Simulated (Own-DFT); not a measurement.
# Which arrangement is lower? C16Si16, 32 atoms

No measurement is shown. These are fixed-geometry runs of a retired plane-wave code named Own-DFT, which no person has reviewed; spin and spin-orbit coupling are neglected.

Settings: PBE; PseudoDojo norm-conserving scalar-relativistic files; cutoff 42 hartree; 5 x 5 x 3 k mesh centred on Gamma; Fermi-Dirac smearing of 0.1 eV.

Caveats: forces on such cells passed a denser k mesh, each cell not checked; stress not checked against mesh or cutoff.

All cells hold the same atoms in the same cell, with vectors in Å (6.165, 0.000, 0.000); (-3.083, 5.339, 0.000); (0.000, 0.000, 10.068). u is the rms random offset of the atoms per axis. E is the free energy of the whole cell, counted from the lowest run. The arrangements:

- A: 2H SiC
- B: 4H SiC

```
arrangement   u (Å)  E (eV)  P (GPa)
          A  0.0274   0.000     3.76
          A  0.0291   0.273     3.83
          A  0.0345   0.526     4.09
          A  0.0554   3.023     5.95
          A  0.0581   3.148     5.97
          A  0.0628   4.220     6.89
          B  0.0299   0.017     3.61
          B  0.0314   0.106     3.69
          B  0.0327   0.367     3.88
          B  0.0579   3.283     6.22
          B  0.0625   3.885     6.43
          B  0.0682   4.822     7.35
```

The question: what order do the arrangements take when the shaking is discounted?

## Solution

Fit E = a + b u², with one b for all and one a for each arrangement, and with residuals divided by u², since the noise grows with the moves. Then b = 1273 eV/Å², the scatter at u = 0.04 Å is 0.11 eV, and against A:

- B: -0.18 ± 0.05 eV (lower)

The cells share one lattice and weren't relaxed, which can shift such small differences either way.
